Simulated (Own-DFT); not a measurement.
# Same atoms, different arrangement: C16Si16, 32 atoms

All numbers below are calculated, not measured. The program, named Own-DFT, is a retired in-house plane-wave density functional code that no person has reviewed. Each row is one single-point run on a periodic cell that was not relaxed, without spin or spin-orbit coupling.

Settings of every run: PBE; PseudoDojo norm-conserving scalar-relativistic files; cutoff 42 hartree; 5 x 5 x 3 k mesh centred on Gamma; Fermi-Dirac smearing of 0.1 eV.

Known limits: forces on such cells passed a denser k mesh, each cell not checked; stress not checked against mesh or cutoff.

All cells hold the same atoms in the same cell, with vectors in Å (6.165, 0.000, 0.000); (-3.083, 5.339, 0.000); (0.000, 0.000, 10.068). Every atom was moved at random from its ideal site; u is the rms move along one axis. E is the free energy of the cell above the lowest run. The arrangements:

- A: 2H SiC
- B: 4H SiC

| arrangement | u (Å) | E (eV) | P (GPa) |
|---|---|---|---|
| A | 0.0285 | 0.000 | 3.59 |
| A | 0.0296 | 0.184 | 3.82 |
| A | 0.0313 | 0.273 | 3.85 |
| A | 0.0508 | 2.367 | 5.55 |
| A | 0.0587 | 3.004 | 6.15 |
| A | 0.0613 | 3.786 | 6.81 |
| B | 0.0282 | 0.032 | 3.67 |
| B | 0.0305 | 0.027 | 3.63 |
| B | 0.0322 | 0.230 | 3.75 |
| B | 0.0599 | 2.898 | 5.82 |
| B | 0.0617 | 4.044 | 7.40 |
| B | 0.0648 | 3.464 | 5.80 |

Question: once the cost of the random moves is taken out, how do the arrangements rank?

## Worked answer

Fit E = a + b u², with one b for all and one a for each arrangement, and with residuals divided by u², since the noise grows with the moves. Then b = 1180 eV/Å², the scatter at u = 0.04 Å is 0.15 eV, and against A:

- B: -0.09 ± 0.07 eV (not told apart from A)

These are energies of unrelaxed cells. Relaxing the atoms lowers the strained arrangements most, so the gaps would shrink and small ones could change sign.
